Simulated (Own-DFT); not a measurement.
GaN (wurtzite, strained, atoms displaced), GaN (wurtzite, atoms displaced) (calculated)

A calculation, not a measurement: plane-wave PBE density functional theory by an unreviewed code, no spin, of a simulated periodic cell, stress positive in tension, free energy of the whole cell less one offset for each atom, forces on such cells passed a denser k mesh, this cell's mesh not checked; offsets are fitted by least squares, one for each functional and potential file, so energies compare only between cells with the same atoms and settings and are not formation energies; the far tail of each file's local potential was reset to the Coulomb form; each entry is a single point on an unrelaxed cell, so the pressure reflects the starting lattice, mostly measured values (interpolated for alloys), from which strain is counted, and rises with the displacements; printed positions are rounded, which can move forces by about a meV/angstrom; the program, named Own-DFT, is a retired in-house code; no spin-orbit coupling. Program: Own-DFT development build.

Settings shared by all entries: functional PBE; k mesh 3 x 4 x 3 centred on Gamma.

```json
{"entry": 1, "formula": "GaN", "kind": "wurtzite, strained, atoms displaced", "structure": {"cell_angstrom": [[12.5396, -0.1522, -0.1596], [-4.8012, 8.1882, 0.1216], [-0.1297, 0.0774, 10.2204]], "atoms_fractional": [["Ga", 0.08222, 0.22793, 0.99546], ["Ga", 0.17107, 0.109, 0.25383], ["N", 0.08397, 0.22216, 0.18332], ["N", 0.16992, 0.10211, 0.434], ["Ga", 0.08372, 0.22984, 0.49926], ["Ga", 0.17546, 0.12497, 0.74799], ["N", 0.07971, 0.21493, 0.69089], ["N", 0.16972, 0.11888, 0.93688], ["Ga", 0.09027, 0.55333, 0.99663], ["Ga", 0.16379, 0.44867, 0.25312], ["N", 0.08274, 0.55684, 0.18176], ["N", 0.16457, 0.43667, 0.43901], ["Ga", 0.07944, 0.55697, 0.49777], ["Ga", 0.16873, 0.45407, 0.75541], ["N", 0.08773, 0.56725, 0.68245], ["N", 0.16816, 0.44223, 0.93471], ["Ga", 0.08796, 0.89175, 0.00101], ["Ga", 0.17008, 0.78535, 0.25287], ["N", 0.09148, 0.89742, 0.19885], ["N", 0.17015, 0.77283, 0.43507], ["Ga", 0.0833, 0.8818, 0.49812], ["Ga", 0.16458, 0.77511, 0.74447], ["N", 0.08499, 0.88717, 0.69866], ["N", 0.16254, 0.78382, 0.93673], ["Ga", 0.32649, 0.21298, 0.99035], ["Ga", 0.42236, 0.10764, 0.26093], ["N", 0.33089, 0.21984, 0.18186], ["N", 0.42662, 0.12286, 0.45032], ["Ga", 0.33275, 0.21719, 0.50441], ["Ga", 0.41457, 0.11632, 0.74655], ["N", 0.33453, 0.2122, 0.68807], ["N", 0.41571, 0.11686, 0.94269], ["Ga", 0.34012, 0.5543, 0.00284], ["Ga", 0.41084, 0.44011, 0.25649], ["N", 0.33318, 0.55954, 0.18628], ["N", 0.42076, 0.45124, 0.43938], ["Ga", 0.32924, 0.55446, 0.49764], ["Ga", 0.42008, 0.44996, 0.75663], ["N", 0.33658, 0.56231, 0.68891], ["N", 0.42, 0.45134, 0.93729], ["Ga", 0.33513, 0.89994, 0.00059], ["Ga", 0.4183, 0.78529, 0.24152], ["N", 0.33231, 0.89126, 0.18725], ["N", 0.41313, 0.77163, 0.44429], ["Ga", 0.332, 0.88672, 0.50268], ["Ga", 0.41581, 0.79085, 0.74729], ["N", 0.33226, 0.88446, 0.68769], ["N", 0.41955, 0.78619, 0.93341], ["Ga", 0.59089, 0.23281, 0.99826], ["Ga", 0.67788, 0.11919, 0.24456], ["N", 0.5884, 0.21859, 0.19461], ["N", 0.66873, 0.11486, 0.43784], ["Ga", 0.58243, 0.22658, 0.50159], ["Ga", 0.66604, 0.12068, 0.75393], ["N", 0.57962, 0.22054, 0.68939], ["N", 0.67161, 0.11081, 0.94191], ["Ga", 0.58204, 0.55798, 0.99937], ["Ga", 0.6622, 0.443, 0.24947], ["N", 0.58062, 0.54839, 0.18559], ["N", 0.6706, 0.44487, 0.44667], ["Ga", 0.57924, 0.54873, 0.50101], ["Ga", 0.6588, 0.43839, 0.74713], ["N", 0.57711, 0.54198, 0.68885], ["N", 0.6645, 0.44608, 0.94675], ["Ga", 0.58759, 0.88807, 0.99962], ["Ga", 0.66741, 0.7698, 0.24671], ["N", 0.59081, 0.88936, 0.19382], ["N", 0.65769, 0.76885, 0.43633], ["Ga", 0.58895, 0.89293, 0.4978], ["Ga", 0.66679, 0.77737, 0.74467], ["N", 0.58309, 0.88507, 0.69064], ["N", 0.6665, 0.7823, 0.93133], ["Ga", 0.83327, 0.22287, 0.00123], ["Ga", 0.92392, 0.12276, 0.24693], ["N", 0.83151, 0.22173, 0.18729], ["N", 0.91795, 0.11707, 0.43849], ["Ga", 0.83355, 0.22401, 0.49388], ["Ga", 0.91804, 0.11454, 0.75385], ["N", 0.83491, 0.22893, 0.68666], ["N", 0.91611, 0.11506, 0.93548], ["Ga", 0.83783, 0.56403, 0.99768], ["Ga", 0.90991, 0.44397, 0.25298], ["N", 0.84489, 0.55871, 0.18481], ["N", 0.91837, 0.44626, 0.43954], ["Ga", 0.83609, 0.55102, 0.49473], ["Ga", 0.91168, 0.43998, 0.74551], ["N", 0.83492, 0.55993, 0.67748], ["N", 0.91216, 0.44258, 0.93806], ["Ga", 0.8306, 0.89331, 0.99208], ["Ga", 0.91382, 0.77286, 0.25604], ["N", 0.83191, 0.88419, 0.18968], ["N", 0.9176, 0.77676, 0.44578], ["Ga", 0.83379, 0.89588, 0.49705], ["Ga", 0.91881, 0.78012, 0.75767], ["N", 0.81653, 0.86831, 0.68462], ["N", 0.91765, 0.77318, 0.94095]]}, "settings": {"potential_files": "PseudoDojo norm-conserving, scalar-relativistic, standard set", "wave_cutoff [hartree]": 42.0, "occupations": "Fermi-Dirac", "smearing_width [eV]": 0.1}, "results": {"free_energy_of_cell_above_offsets [eV]": "29.587", "pressure [GPa]": 19.15, "stress_xx [GPa]": -21.26, "stress_yy [GPa]": -18.99, "stress_zz [GPa]": -17.21, "stress_yz [GPa]": 2.57, "stress_xz [GPa]": -3.33, "stress_xy [GPa]": -3.81, "force_element": ["Ga", "Ga", "N", "N", "Ga", "Ga", "N", "N", "Ga", "Ga", "N", "N", "Ga", "Ga", "N", "N", "Ga", "Ga", "N", "N", "Ga", "Ga", "N", "N", "Ga", "Ga", "N", "N", "Ga", "Ga", "N", "N", "Ga", "Ga", "N", "N", "Ga", "Ga", "N", "N", "Ga", "Ga", "N", "N", "Ga", "Ga", "N", "N", "Ga", "Ga", "N", "N", "Ga", "Ga", "N", "N", "Ga", "Ga", "N", "N", "Ga", "Ga", "N", "N", "Ga", "Ga", "N", "N", "Ga", "Ga", "N", "N", "Ga", "Ga", "N", "N", "Ga", "Ga", "N", "N", "Ga", "Ga", "N", "N", "Ga", "Ga", "N", "N", "Ga", "Ga", "N", "N", "Ga", "Ga", "N", "N"], "force_x [eV/angstrom]": [1.225, -0.925, 0.74, -1.302, 1.296, -0.973, 0.178, -2.519, -1.659, 0.505, -0.235, -1.161, 2.041, 0.385, -0.121, 0.139, -0.915, 0.047, -1.452, -1.107, 0.375, 0.175, -0.769, 1.871, 1.713, -1.131, 1.41, -2.786, -0.123, 2.104, -1.998, 1.28, -1.161, 0.286, 0.152, -1.84, 1.287, -1.293, -0.156, -0.478, 0.446, 0.842, 0.571, -0.192, 1.383, 2.487, -1.835, -0.601, -0.208, -2.1, -0.956, -0.828, 3.483, 1.232, 0.353, -1.918, 1.007, 1.475, -0.644, -1.378, 1.555, 2.017, -0.192, 0.274, -0.882, -0.593, -0.921, 1.268, -0.852, -2.629, -0.521, 0.067, 0.804, -0.441, 2.54, -0.119, 0.24, -1.083, 0.284, -0.218, 0.311, 2.628, -3.144, -0.415, -0.505, 0.069, -0.368, 0.839, 1.528, 0.678, 0.605, -0.989, 0.055, -0.522, 4.017, -1.11], "force_y [eV/angstrom]": [-1.177, 1.409, 0.698, 1.045, -2.674, -2.235, 1.625, -1.268, 0.795, -0.382, 0.19, 2.012, -0.327, -0.493, -2.536, 1.22, 0.437, -1.538, -1.752, 0.641, 0.458, 1.194, 1.498, -1.016, 2.468, 0.872, 0.474, -2.659, 1.114, -2.428, 2.865, 0.472, 1.075, -0.141, -0.259, -1.975, -0.095, -0.42, -0.835, -1.432, -1.556, -0.606, 0.57, 1.871, 0.336, -1.777, 2.039, -0.504, -2.247, -2.465, 0.651, 0.022, 0.258, -1.645, -0.049, 0.276, 0.315, -0.104, 0.327, 0.327, 1.011, 1.117, 1.559, 1.39, 0.037, 0.053, 0.233, 0.84, -0.713, -1.946, 1.607, -0.948, 0.792, -1.805, 1.524, -0.209, -0.291, -1.236, -1.63, -0.1, -2.204, -0.391, 0.42, -0.538, 1.01, 1.974, -0.613, 0.563, -0.776, 1.007, 1.171, 0.258, -1.621, -0.651, 3.392, 2.755], "force_z [eV/angstrom]": [0.827, -1.078, 0.468, 1.828, 1.073, 0.367, -0.732, -0.654, 0.001, -1.105, 1.294, -0.61, 0.369, -2.209, 0.461, 0.849, 0.942, -1.097, -1.873, 0.601, 1.356, 1.631, -1.836, -0.158, 2.277, -1.098, 0.842, -1.787, -0.863, 1.732, -0.337, -1.47, -0.695, -1.431, 0.723, 0.19, 1.127, -1.451, 0.031, 0.451, -0.535, 1.504, 0.316, -1.63, -0.25, 0.502, -0.252, 1.39, 1.176, 1.782, -0.968, -0.38, 0.688, -0.522, 0.128, -0.449, 0.151, 0.444, 0.365, -1.952, 0.526, 0.818, -0.289, -1.739, 0.435, 0.878, -1.107, -0.014, 0.454, 0.854, -0.61, 0.588, -0.127, 0.248, -0.396, -0.66, 1.388, -1.602, -0.522, 0.689, 0.575, -0.619, 0.344, -1.018, 0.92, 0.742, 2.284, -0.561, 1.459, -0.506, -0.757, -1.121, 0.215, -1.849, -0.393, 0.008]}}
{"entry": 2, "formula": "GaN", "kind": "wurtzite, atoms displaced", "structure": {"cell_angstrom": [[12.756, 0.0, 0.0], [-4.7835, 8.2853, 0.0], [0.0, 0.0, 10.37]], "atoms_fractional": [["Ga", 0.07117, 0.20663, 0.98818], ["Ga", 0.17161, 0.12142, 0.23402], ["N", 0.10177, 0.23741, 0.18257], ["N", 0.15663, 0.10886, 0.42439], ["Ga", 0.07211, 0.19033, 0.50764], ["Ga", 0.1802, 0.13229, 0.7553], ["N", 0.09495, 0.2295, 0.69347], ["N", 0.16216, 0.10832, 0.92059], ["Ga", 0.09927, 0.56179, 0.99504], ["Ga", 0.1877, 0.45292, 0.24194], ["N", 0.09825, 0.5627, 0.19686], ["N", 0.16053, 0.46721, 0.45198], ["Ga", 0.11236, 0.59866, 0.52544], ["Ga", 0.17252, 0.45442, 0.75666], ["N", 0.06961, 0.53699, 0.67946], ["N", 0.16298, 0.44528, 0.9458], ["Ga", 0.08273, 0.88116, 0.99071], ["Ga", 0.17261, 0.77507, 0.23574], ["N", 0.08484, 0.88853, 0.15888], ["N", 0.18393, 0.83316, 0.44202], ["Ga", 0.08036, 0.88541, 0.50229], ["Ga", 0.16456, 0.76399, 0.73962], ["N", 0.08604, 0.90697, 0.6871], ["N", 0.17076, 0.7949, 0.9154], ["Ga", 0.33303, 0.22431, 0.98935], ["Ga", 0.41419, 0.10656, 0.25311], ["N", 0.34219, 0.23831, 0.2033], ["N", 0.44088, 0.13028, 0.43102], ["Ga", 0.3413, 0.20484, 0.50104], ["Ga", 0.41888, 0.14188, 0.73994], ["N", 0.32019, 0.23294, 0.69959], ["N", 0.42191, 0.10616, 0.9339], ["Ga", 0.33918, 0.54126, 0.99308], ["Ga", 0.42154, 0.48731, 0.27924], ["N", 0.32623, 0.58377, 0.20427], ["N", 0.41924, 0.40824, 0.43602], ["Ga", 0.355, 0.55859, 0.45529], ["Ga", 0.40947, 0.4416, 0.72624], ["N", 0.32825, 0.55668, 0.67741], ["N", 0.39093, 0.42793, 0.92449], ["Ga", 0.32135, 0.86463, 0.9873], ["Ga", 0.40988, 0.78777, 0.24637], ["N", 0.33518, 0.8703, 0.19578], ["N", 0.40288, 0.78045, 0.43682], ["Ga", 0.33487, 0.87475, 0.5367], ["Ga", 0.42118, 0.80774, 0.76367], ["N", 0.32544, 0.87889, 0.68747], ["N", 0.41961, 0.75705, 0.93518], ["Ga", 0.56504, 0.2019, 0.99384], ["Ga", 0.71108, 0.09601, 0.27316], ["N", 0.59413, 0.25085, 0.17837], ["N", 0.67242, 0.11062, 0.42888], ["Ga", 0.58928, 0.23606, 0.5084], ["Ga", 0.68931, 0.10544, 0.73971], ["N", 0.59528, 0.2464, 0.67676], ["N", 0.68882, 0.13775, 0.94028], ["Ga", 0.59911, 0.59046, 0.01557], ["Ga", 0.65972, 0.44587, 0.25017], ["N", 0.59324, 0.5372, 0.16706], ["N", 0.66379, 0.45398, 0.45353], ["Ga", 0.59914, 0.57858, 0.50041], ["Ga", 0.67857, 0.44003, 0.74358], ["N", 0.60574, 0.57859, 0.70183], ["N", 0.66298, 0.46709, 0.92792], ["Ga", 0.55418, 0.89149, 0.98843], ["Ga", 0.67137, 0.81082, 0.25533], ["N", 0.56746, 0.89806, 0.18904], ["N", 0.65774, 0.78723, 0.43697], ["Ga", 0.58676, 0.90338, 0.51171], ["Ga", 0.64918, 0.7844, 0.73182], ["N", 0.593, 0.90225, 0.68139], ["N", 0.66412, 0.78822, 0.91964], ["Ga", 0.83815, 0.22266, 0.0048], ["Ga", 0.91475, 0.09191, 0.23568], ["N", 0.82275, 0.2159, 0.18242], ["N", 0.91476, 0.09671, 0.4456], ["Ga", 0.82807, 0.1918, 0.50166], ["Ga", 0.92411, 0.13823, 0.78004], ["N", 0.84658, 0.22554, 0.70761], ["N", 0.93617, 0.13864, 0.93479], ["Ga", 0.82246, 0.5511, 0.00101], ["Ga", 0.92523, 0.45394, 0.24471], ["N", 0.85616, 0.57749, 0.18628], ["N", 0.92419, 0.45769, 0.43182], ["Ga", 0.84173, 0.5349, 0.50313], ["Ga", 0.93026, 0.44998, 0.76046], ["N", 0.82316, 0.5706, 0.69144], ["N", 0.9025, 0.43289, 0.92666], ["Ga", 0.84217, 0.88751, 0.00523], ["Ga", 0.89541, 0.75457, 0.27392], ["N", 0.83556, 0.89254, 0.18425], ["N", 0.89897, 0.75633, 0.43014], ["Ga", 0.81203, 0.85498, 0.50628], ["Ga", 0.91156, 0.77858, 0.74499], ["N", 0.82519, 0.87355, 0.69909], ["N", 0.92961, 0.7807, 0.94099]]}, "settings": {"potential_files": "PseudoDojo norm-conserving, scalar-relativistic, standard set with the stringent files for Ga", "wave_cutoff [hartree]": 96.0, "occupations": "Gaussian", "smearing_width [eV]": 0.01}, "results": {"free_energy_of_cell_above_offsets [eV]": "41.131", "pressure [GPa]": 19.43, "stress_xx [GPa]": -19.04, "stress_yy [GPa]": -16.25, "stress_zz [GPa]": -23.0, "stress_yz [GPa]": 0.54, "stress_xz [GPa]": 0.39, "stress_xy [GPa]": -0.99, "force_element": ["Ga", "Ga", "N", "N", "Ga", "Ga", "N", "N", "Ga", "Ga", "N", "N", "Ga", "Ga", "N", "N", "Ga", "Ga", "N", "N", "Ga", "Ga", "N", "N", "Ga", "Ga", "N", "N", "Ga", "Ga", "N", "N", "Ga", "Ga", "N", "N", "Ga", "Ga", "N", "N", "Ga", "Ga", "N", "N", "Ga", "Ga", "N", "N", "Ga", "Ga", "N", "N", "Ga", "Ga", "N", "N", "Ga", "Ga", "N", "N", "Ga", "Ga", "N", "N", "Ga", "Ga", "N", "N", "Ga", "Ga", "N", "N", "Ga", "Ga", "N", "N", "Ga", "Ga", "N", "N", "Ga", "Ga", "N", "N", "Ga", "Ga", "N", "N", "Ga", "Ga", "N", "N", "Ga", "Ga", "N", "N"], "force_x [eV/angstrom]": [9.363, 1.726, -3.202, 2.011, -0.139, -5.636, -2.521, 0.415, -4.178, -8.363, -1.039, 3.842, -0.859, 0.833, 1.965, 2.576, 0.636, -2.798, 0.898, 3.649, -3.243, -3.207, 0.636, 1.318, -0.156, 1.127, -0.341, -1.069, -2.724, 1.792, 7.431, -4.331, -3.766, 3.289, 8.387, -0.148, -5.06, 0.819, 0.877, 4.418, 0.484, 6.738, -8.051, 3.33, -0.13, 1.631, -0.131, -6.126, 5.315, -7.801, -0.331, -1.488, 0.791, -3.171, -0.359, -4.298, -0.579, 3.606, -4.791, 2.308, -0.819, -3.467, -2.82, 0.826, 9.098, -0.434, 3.336, -0.312, -2.453, 6.069, -5.232, -0.415, 0.241, 2.021, 6.521, -0.828, 1.157, 3.382, -1.415, -7.033, 0.62, 0.543, -1.331, 3.069, -4.226, -3.963, 5.973, 1.15, -0.837, 1.208, -0.623, 0.609, 2.651, 1.702, -2.231, -3.911], "force_y [eV/angstrom]": [4.379, -2.366, -0.908, -0.328, 3.362, -4.671, 0.162, -0.322, 1.059, -5.304, -2.106, -2.075, -0.356, -1.166, 1.543, -0.758, 2.164, 2.296, 0.738, -3.447, 1.937, 1.22, -1.89, -2.558, -0.996, 1.565, 0.096, -2.539, -1.816, -1.069, -0.153, -2.954, 1.09, -3.097, 0.463, 4.511, -0.609, 5.128, 2.21, -0.735, 2.108, -0.141, 6.411, 0.677, 1.198, -3.233, 2.666, -2.284, 5.359, -3.351, -4.264, 0.368, 0.205, 2.32, -4.894, -3.735, 0.192, -0.89, 2.933, 0.038, -2.702, 2.125, -3.667, -1.641, 5.888, -2.668, 0.439, -0.041, -0.96, -2.208, 1.385, 1.316, 1.161, 5.756, 5.079, -1.808, 3.745, -3.113, 1.632, -4.844, 0.27, -0.099, -3.377, -2.613, 1.872, -0.404, -0.462, 1.541, -0.926, 2.577, -3.179, 1.213, 2.652, 1.198, 2.865, -1.389], "force_z [eV/angstrom]": [4.261, 0.889, -1.253, 0.777, 0.723, -1.282, 0.088, 5.207, 1.844, 3.981, -2.365, -2.567, -7.683, -1.56, 4.643, -1.396, -1.558, 1.864, 5.732, -0.953, 0.254, 0.163, -0.064, 1.393, 2.38, -1.659, -2.036, 2.045, -0.596, 1.356, -4.936, -2.593, 2.186, -6.903, -3.866, 1.809, 5.971, 1.986, 0.126, -1.657, 1.798, 4.887, -5.416, 0.148, -13.65, -2.77, 10.47, -1.401, 3.062, -1.05, -0.348, 4.931, -4.082, 3.545, 2.803, -2.454, -8.203, 2.693, 6.705, -2.51, 2.218, 3.599, -3.153, 0.59, 3.805, -2.255, -0.65, -0.526, -4.345, 4.159, 0.989, 2.682, -0.246, 2.639, -2.784, -1.89, 1.308, -9.736, -4.285, 6.376, -0.448, 0.872, -1.535, -0.296, 1.553, -1.802, -2.636, 4.312, -3.097, -8.128, 0.432, 8.432, 1.524, 1.816, -1.71, -1.69]}}
```
